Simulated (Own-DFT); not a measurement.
Hf$_{36}$O$_{71}$ (tetragonal hafnia with one neutral oxygen vacancy, atoms displaced) (calculated)

Computed with Own-DFT development build. A calculation, not a measurement: plane-wave PBE and HSE06 DFT by an unreviewed code, no spin, of a simulated cell at Gamma alone, so results move with cell size and shape, stress positive in tension, energies less offsets, not probed for a lower state with spin; hafnium file: forces about 75 meV/angstrom off all-electron values; oxygen file: force components 24 meV/angstrom off all-electron in a glass; k mesh not checked against a denser one; forces and stress are PBE's, HSE06 gives the energy alone, and its difference from PBE has offsets of its own; offsets are fitted by least squares, one for each functional and potential file, so energies compare only between cells with the same atoms and settings and are not formation energies; the far tail of each file's local potential was reset to the Coulomb form; each entry is a single point on an unrelaxed cell, so the pressure reflects the starting lattice, taken from the Materials Project, from which strain is counted, and rises with the displacements; printed positions are rounded, which can move forces by about a meV/angstrom; the program is a retired in-house code; no spin-orbit coupling.

Settings shared by all entries: first functional PBE; second functional HSE06; exact exchange share 0.25; screening 0.11 1/bohr; exchange divergence Gygi-Baldereschi; potential files PseudoDojo norm-conserving, scalar-relativistic, made for PBE, standard set; wave cutoff 48 hartree; occupations fixed; k mesh 1 x 1 x 1 centred on Gamma.

(1) Hf$_{36}$O$_{71}$ (tetragonal hafnia with one neutral oxygen vacancy, atoms displaced)

```xyz
107
Lattice="10.7800 0.0000 0.0000 0.0000 10.7800 0.0000 0.0000 0.0000 10.4493" Properties=species:S:1:pos:R:3 Hf36O71
Hf     0.0369     0.0063    10.3995
Hf     1.8442     1.8811     2.6650
O     10.7682     1.8498     1.6355
O      1.8121     0.0088     3.6620
O     10.7236     1.8858     4.2162
O      1.8152    10.7395     1.0588
Hf     0.0570    10.7120     5.2402
Hf     1.7478     1.8214     7.8385
O      0.0033     1.8768     6.8384
O      1.8734    10.7437     8.8794
O      0.0809     1.8365     9.3155
O      1.8021     0.0728     6.2056
Hf     0.0288     3.6493     0.0055
Hf     1.7713     5.3987     2.6394
O      0.0237     5.3603     1.6672
O      1.7816     3.5860     3.6616
O     10.7593     5.3847     4.1742
O      1.7703     3.6389     1.1220
Hf    10.6994     3.5925     5.2241
Hf     1.7879     5.3730     7.9037
O     10.7374     5.3685     6.8245
O      1.7903     3.5788     8.8976
O      1.7960     3.5325     6.2881
Hf    10.7768     7.0676    10.4347
Hf     1.8131     8.9569     2.5281
O     10.7056     8.9674     1.5648
O      1.8182     7.1715     3.7149
O     10.7645     8.9708     4.2504
O      1.8136     7.1621     1.0144
Hf    10.7630     7.1240     5.2678
Hf     1.9385     9.0300     7.8886
O     10.7730     8.9922     6.7589
O      1.8136     7.1973     8.9126
O      0.0209     9.0293     9.4201
O      1.8882     7.1581     6.2411
Hf     3.5278    10.7692     0.0251
Hf     5.4703     1.7942     2.5869
O      3.6367     1.8202     1.6796
O      5.4113     0.0236     3.7060
O      3.6101     1.8062     4.1358
O      5.4406    10.7636     0.9883
Hf     3.6572    10.7789     5.1545
Hf     5.4294     1.7817     7.8270
O      3.6692     1.7479     6.7519
O      5.3865    10.7657     8.8031
O      3.5846     1.8457     9.4217
O      5.3698     0.0673     6.2915
Hf     3.6425     3.5555     0.0624
Hf     5.3142     5.4038     2.5528
O      3.6515     5.4345     1.6799
O      5.3651     3.6044     3.6989
O      3.5228     5.3922     4.2254
O      5.4945     3.5765     1.0302
Hf     3.6035     3.6289     5.1320
Hf     5.4001     5.3690     7.7515
O      3.6173     5.4240     6.8693
O      5.3226     3.6932     8.7559
O      3.5894     5.3452     9.4449
O      5.3438     3.6283     6.2619
Hf     3.5331     7.2297    10.4449
Hf     5.4102     8.9901     2.7370
O      3.6318     8.8954     1.6573
O      5.3439     7.1802     3.6188
O      3.5953     8.9970     4.1576
O      5.4247     7.1372     1.0174
Hf     3.5219     7.2240     5.2199
Hf     5.4517     8.9295     7.8204
O      3.5630     8.9896     6.7357
O      5.3278     7.2444     8.8923
O      3.5972     8.9920     9.4313
O      5.3931     7.2209     6.2489
Hf     7.1686     0.0005     0.0221
Hf     8.9928     1.7953     2.6097
O      7.1104     1.7622     1.5415
O      8.9752    10.7738     3.6276
O      7.1274     1.7322     4.1515
O      9.0152     0.0739     1.0443
Hf     7.2125    10.7776     5.1937
Hf     8.9933     1.8341     7.8633
O      7.1282     1.7732     6.8287
O      8.9848     0.0321     8.8590
O      7.2536     1.7810     9.4582
O      8.9633     0.0012     6.2182
Hf     7.1592     3.5539     0.0160
Hf     8.9574     5.3815     2.6230
O      7.2000     5.4274     1.6009
O      8.9991     3.5994     3.6300
O      7.3400     5.3607     4.2234
O      9.0483     3.7033     1.0201
Hf     7.2092     3.5756     5.2569
Hf     8.9492     5.4147     7.9362
O      7.1206     5.3422     6.7623
O      8.9495     3.5429     8.8517
O      7.2108     5.4925     9.3660
O      8.9713     3.5827     6.2461
Hf     7.1774     7.1448     0.0247
Hf     8.9922     8.8778     2.5737
O      7.1960     8.9714     1.6020
O      9.0054     7.2011     3.6098
O      7.1611     8.9621     4.1840
O      9.0139     7.2244     1.0838
Hf     7.1588     7.1038     5.1786
Hf     8.9749     8.8897     7.8723
O      7.1665     9.0327     6.8959
O      8.9906     7.1412     8.8179
O      7.1964     8.9431     9.4549
O      8.9366     7.1629     6.2522
```

| Property | Result |
| --- | --- |
| PBE energy of cell above offsets | -98.191 eV |
| HSE06 less PBE above offsets | -0.016 eV |
| PBE pressure | 1.55 GPa |
| PBE stress xx | -1.47 GPa |
| PBE stress yy | -1.34 GPa |
| PBE stress zz | -1.85 GPa |
| PBE stress yz | -0.5 GPa |
| PBE stress xz | 1.11 GPa |
| PBE stress xy | -0.05 GPa |

Force:
```csv
element,x (eV/Å),y (eV/Å),z (eV/Å)
Hf,-1.613,0.247,0.509
Hf,-0.865,-1.296,0.406
O,0.81,-0.069,-0.646
O,-0.357,-0.239,-0.946
O,0.18,-1.543,-0.095
O,-0.249,-0.124,-0.24
Hf,-1.073,0.594,-0.353
Hf,1.389,0.169,-1.573
O,-0.689,-0.338,-0.226
O,-0.07,1.102,0.443
O,-0.248,-0.472,1.613
O,0.345,-0.282,0.85
Hf,0.222,-0.867,0.11
Hf,0.55,-0.254,0.992
O,-0.309,0.792,-1.619
O,0.264,0.994,0.182
O,0.202,0.163,0.399
O,1.098,-0.112,-0.979
Hf,1.404,-0.357,0.52
Hf,1.209,-0.442,-1.227
O,0.422,0.544,1.103
O,-0.542,1.127,0.479
O,0.114,0.613,-0.397
Hf,-0.039,1.546,0.403
Hf,-0.99,0.71,1.818
O,2.107,0.097,-0.049
O,-0.293,0.534,-1.221
O,0.244,-0.874,-0.672
O,-1.233,0.006,0.578
Hf,0.476,1.228,-0.054
Hf,-1.632,-0.687,-1.347
O,0.53,-0.367,1.201
O,-0.579,-0.363,-0.158
O,-0.26,-1.411,0.225
O,-2.624,-0.245,0.98
Hf,1.725,0.692,-0.75
Hf,-1.164,-0.057,1.921
O,-0.282,0.176,-1.609
O,-0.395,-0.455,-0.853
O,-0.371,0.137,0.383
O,-1.96,0.019,0.634
Hf,-0.5,1.347,1.354
Hf,-1.97,-0.314,-0.636
O,-0.966,0.343,0.953
O,0.159,-0.014,0.882
O,0.071,-0.624,1.081
O,0.817,-0.89,-1.097
Hf,-0.74,0.542,-1.117
Hf,2.421,0.329,1.613
O,-2.369,-0.524,-1.524
O,0.341,0.416,-1.168
O,0.303,0.508,-0.378
O,-1.941,0.322,0.287
Hf,-0.178,-1.517,1.927
Hf,-0.96,1.284,0.727
O,-1.11,-0.012,-0.404
O,0.938,-2.053,2.06
O,-0.615,0.542,1.198
O,0.807,0.075,-0.795
Hf,2.305,-1.118,-0.55
Hf,0.723,0.08,-1.085
O,-0.246,0.28,-1.118
O,0.51,-0.915,0.34
O,0.183,-0.253,-0.02
O,-0.782,-0.081,-0.098
Hf,1.35,-0.203,-0.127
Hf,-0.974,0.888,0.093
O,0.803,0.06,0.543
O,0.095,-1.081,-0.259
O,-0.66,0.26,0.207
O,0.198,0.077,-0.477
Hf,1.294,-0.872,-0.497
Hf,0.5,-1.348,0.434
O,2.253,0.701,-0.341
O,-0.121,0.001,-0.392
O,0.463,1.554,0.212
O,-0.143,0.1,-0.852
Hf,0.016,-0.318,0.841
Hf,-0.068,-1.834,-1.122
O,1.712,0.684,-0.492
O,0.294,-0.686,-0.123
O,-0.769,0.82,-0.119
O,0.493,0.239,0.083
Hf,2.019,0.711,-1.012
Hf,0.003,-0.159,0.252
O,-0.385,-0.269,-0.209
O,-0.517,-0.277,-0.01
O,-0.498,0.012,-0.306
O,-1.407,-0.452,-0.503
Hf,-1.181,-0.346,-0.135
Hf,-0.562,-1.711,-2.112
O,1.626,0.155,-0.083
O,0.43,1.842,0.756
O,0.09,-1.912,0.275
O,-0.619,-0.123,0.345
Hf,-0.656,1.135,0.691
Hf,-0.384,2.189,0.591
O,-0.335,0.096,0.149
O,-0.063,-0.921,0.862
O,-0.26,-0.459,0.581
O,0.084,-0.857,-1.404
Hf,-0.026,0.87,0.544
Hf,0.483,2.746,-1.063
O,1.202,-0.303,-0.774
O,1.222,0.507,1.707
O,0.403,0.059,-0.032
O,-0.067,0.045,0.112
```

(2) Hf$_{36}$O$_{71}$ (tetragonal hafnia with one neutral oxygen vacancy, atoms displaced)

```xyz
107
Lattice="10.7800 0.0000 0.0000 0.0000 10.7800 0.0000 0.0000 0.0000 10.4493" Properties=species:S:1:pos:R:3 Hf36O71
Hf    10.6894    10.7417    10.4409
Hf     1.7900     1.7767     2.6617
O      0.0275     1.7680     1.6854
O      1.7271    10.7751     3.6464
O     10.7732     1.8013     4.3093
O      1.8080     0.0418     1.0337
Hf     0.0097    10.7618     5.1308
Hf     1.7240     1.8683     7.8308
O     10.7431     1.8400     6.9005
O      1.8865     0.0976     8.8738
O      0.0180     1.8386     9.3909
O      1.8232     0.0732     6.0926
Hf    10.7400     3.6068    10.4170
Hf     1.7775     5.3573     2.6457
O      0.0667     5.3860     1.6525
O      1.8300     3.5760     3.5474
O     10.6925     5.4251     4.2525
O      1.9177     3.6210     1.0331
Hf     0.0236     3.6765     5.2568
Hf     1.7211     5.4477     7.8670
O      0.0154     5.5449     6.8727
O      1.7607     3.6083     8.8443
O      0.0903     5.4368     9.4339
O      1.7325     3.5613     6.2201
Hf    10.7075     7.2145     0.0170
Hf     1.8028     9.0325     2.6344
O      0.0096     8.9528     1.5659
O      1.7426     7.1030     3.6431
O     10.7289     8.9387     4.0927
O      1.7759     7.1607     1.0593
Hf    10.7032     7.2260     5.2479
Hf     1.7817     9.0316     7.8424
O     10.7319     8.9941     6.8494
O      1.7790     7.1140     8.8448
O      0.0421     9.0250     9.4424
O      1.7736     7.2545     6.2317
Hf     3.6030    10.7696     0.1156
Hf     5.4345     1.7990     2.5910
O      3.6108     1.8646     1.6915
O      5.3830     0.0083     3.6193
O      3.6270     1.7149     4.1489
O      5.3832     0.0134     0.9796
Hf     3.5300     0.0447     5.2719
Hf     5.4644     1.8613     7.8446
O      3.4401     1.7900     6.9030
O      5.4440    10.7787     8.8884
O      3.5319     1.7956     9.4780
O      5.3292    10.7391     6.2338
Hf     3.6407     3.5854     0.0888
Hf     5.3973     5.3520     2.5705
O      3.5509     5.3729     1.6561
O      5.4629     3.6700     3.6564
O      3.6540     5.3909     4.1737
O      5.3994     3.6346     0.9319
Hf     3.5636     3.6208     5.2375
Hf     5.3903     5.4046     7.8263
O      3.6176     5.3519     6.8627
O      5.3701     3.5216     8.8652
O      3.6922     5.3239     9.4986
O      5.5354     3.6094     6.1508
Hf     3.6356     7.1264    10.4048
Hf     5.3849     8.9423     2.6768
O      3.6015     9.0218     1.5800
O      5.3278     7.2157     3.6578
O      3.5470     8.9622     4.1741
O      5.4245     7.2243     0.9710
Hf     3.5247     7.2469     5.1950
Hf     5.4615     9.0304     7.7969
O      3.5483     9.0043     6.8182
O      5.3930     7.1381     8.8834
O      3.5946     9.0531     9.4520
O      5.3724     7.1426     6.2395
Hf     7.1866    10.7739    10.4278
Hf     9.0396     1.8005     2.6179
O      7.1610     1.7855     1.5336
O      9.0752    10.6969     3.6104
O      7.2386     1.6809     4.2858
O      8.9815     0.0712     1.1465
Hf     7.2592    10.7093     5.2281
Hf     9.0020     1.8112     7.9037
O      7.1396     1.8368     6.8151
O      8.9558    10.6874     8.9253
O      7.2218     1.8571     9.3027
O      8.9657     0.0110     6.2027
Hf     7.2007     3.6233     0.0319
Hf     9.0452     5.4456     2.6135
O      7.1792     5.5100     1.5162
O      8.9965     3.6499     3.6629
O      7.1373     5.3391     4.1701
O      8.9759     3.5052     1.0482
Hf     7.1577     3.6086     5.2127
Hf     9.0172     5.3954     7.8136
O      7.2114     5.3148     6.7667
O      8.9451     3.6406     8.8645
O      7.1805     5.3773     9.4073
O      8.9965     3.5746     6.2996
Hf     7.2686     7.1652    10.3604
Hf     9.0082     8.9682     2.6524
O      8.9944     7.2425     3.7012
O      7.2254     9.0383     4.1922
O      8.9097     7.1565     1.0641
Hf     7.1340     7.2107     5.1658
Hf     8.9915     9.0598     7.8155
O      7.1353     8.9987     6.8016
O      8.9115     7.1723     8.8347
O      7.2129     8.9723     9.4806
O      8.9498     7.2334     6.2689
```

| Property | Result |
| --- | --- |
| PBE energy of cell above offsets | -96.877 eV |
| HSE06 less PBE above offsets | 0.051 eV |
| PBE pressure | 2.64 GPa |
| PBE stress xx | -3.12 GPa |
| PBE stress yy | -1.57 GPa |
| PBE stress zz | -3.23 GPa |
| PBE stress yz | -0.32 GPa |
| PBE stress xz | 0.97 GPa |
| PBE stress xy | 0.02 GPa |

Force:
```csv
element,x (eV/Å),y (eV/Å),z (eV/Å)
Hf,1.694,1.139,1.058
Hf,1.142,0.009,-0.976
O,-0.195,0.488,-0.795
O,-0.226,-0.106,-0.117
O,-0.087,0.721,-0.649
O,-1.262,-0.254,0.505
Hf,-0.248,-0.097,0.478
Hf,0.863,-0.485,1.646
O,-0.401,-0.577,-0.85
O,-1.403,-1.642,-1.071
O,-1.239,-0.785,1.326
O,-2.998,-0.724,2.039
Hf,1.911,0.032,0.362
Hf,1.577,0.882,-0.843
O,-2.169,-0.253,-0.988
O,-0.292,0.046,2.044
O,0.233,-0.06,-0.049
O,-3.152,-0.293,-0.167
Hf,-2.133,-1.385,-0.322
Hf,1.873,-1.463,0.043
O,-0.589,-0.623,-1.047
O,-0.459,0.977,-0.03
O,-1.188,-0.607,0.547
O,0.962,0.769,-0.169
Hf,2,0.168,0.761
Hf,0.507,-1.654,-0.999
O,-0.576,0.254,-0.339
O,0.323,1.37,0.391
O,0.838,0.392,1.304
O,-0.032,0.255,-1.117
Hf,0.807,-0.014,-0.243
Hf,1.356,0.158,0.953
O,0.839,0.383,-0.658
O,0.442,2.409,0.421
O,-0.258,-1.03,-0.486
O,-0.255,-0.12,0.139
Hf,-0.702,0.521,-2.243
Hf,-0.497,-0.828,1.106
O,0.379,-0.297,-0.449
O,0.172,-0.524,-0.572
O,-0.386,1.86,1.254
O,1.337,0.013,0.832
Hf,2.723,-0.474,-0.969
Hf,-1.58,-1.624,0.2
O,3.007,0.576,-1.588
O,0.638,0.236,-0.656
O,0.644,0.331,0.998
O,0.898,-0.045,0.214
Hf,-1.221,-1.296,-2.056
Hf,-0.067,1.163,0.206
O,1.235,0.443,-0.402
O,-0.358,-2.086,-0.919
O,-0.549,-0.311,1.169
O,1.317,0.228,2.041
Hf,0.905,-0.261,-0.245
Hf,0.398,-0.492,0.344
O,-1.083,-0.465,-0.449
O,0.323,1.628,-0.433
O,-0.238,0.81,-0.569
O,-4.689,-0.36,1.709
Hf,-0.282,1.143,0.781
Hf,0.082,1.207,-1.629
O,-0.186,-0.086,0.886
O,0.826,-0.585,-0.043
O,-0.378,0.813,0.099
O,-0.226,0.333,0.377
Hf,0.393,-0.848,0.253
Hf,-2.765,0.265,1.281
O,0.348,-0.319,0.123
O,-0.046,1.027,-0.877
O,-0.319,-1.516,-0.222
O,0.166,0.312,-0.138
Hf,-1.023,0.593,0.558
Hf,-1.256,0.086,0.69
O,0.656,0.432,0.321
O,0.039,1.521,0.656
O,0.228,1.402,-1.28
O,-0.002,-0.523,-1.514
Hf,-2.431,1.719,0.281
Hf,-1.212,0.761,-1.076
O,1.674,-0.594,0.011
O,0.491,1.816,0.18
O,0.359,-0.578,1.511
O,1.177,-0.361,1.283
Hf,-0.145,-0.351,-1.11
Hf,-1.248,-0.497,0.702
O,0.679,-1.314,0.745
O,0.165,-0.595,-0.887
O,0.506,2.237,-0.258
O,0.542,0.538,-0.092
Hf,2.688,-0.77,-0.74
Hf,-1.796,-0.348,-0.416
O,0.277,0.819,0.535
O,1.049,-0.026,0.615
O,0.11,-0.486,-0.321
O,0.788,0.394,-0.182
Hf,-2.264,-0.402,1.009
Hf,-0.671,0.229,-1.22
O,-0.431,-1.255,-0.412
O,-0.252,-1.703,-0.643
O,1.9,0.473,0.006
Hf,-0.034,-1.348,0.467
Hf,-0.893,-1.76,-0.339
O,1.783,-0.042,-0.288
O,0.836,0.795,0.384
O,-0.096,0.379,-0.396
O,-0.602,-0.014,-0.293
```
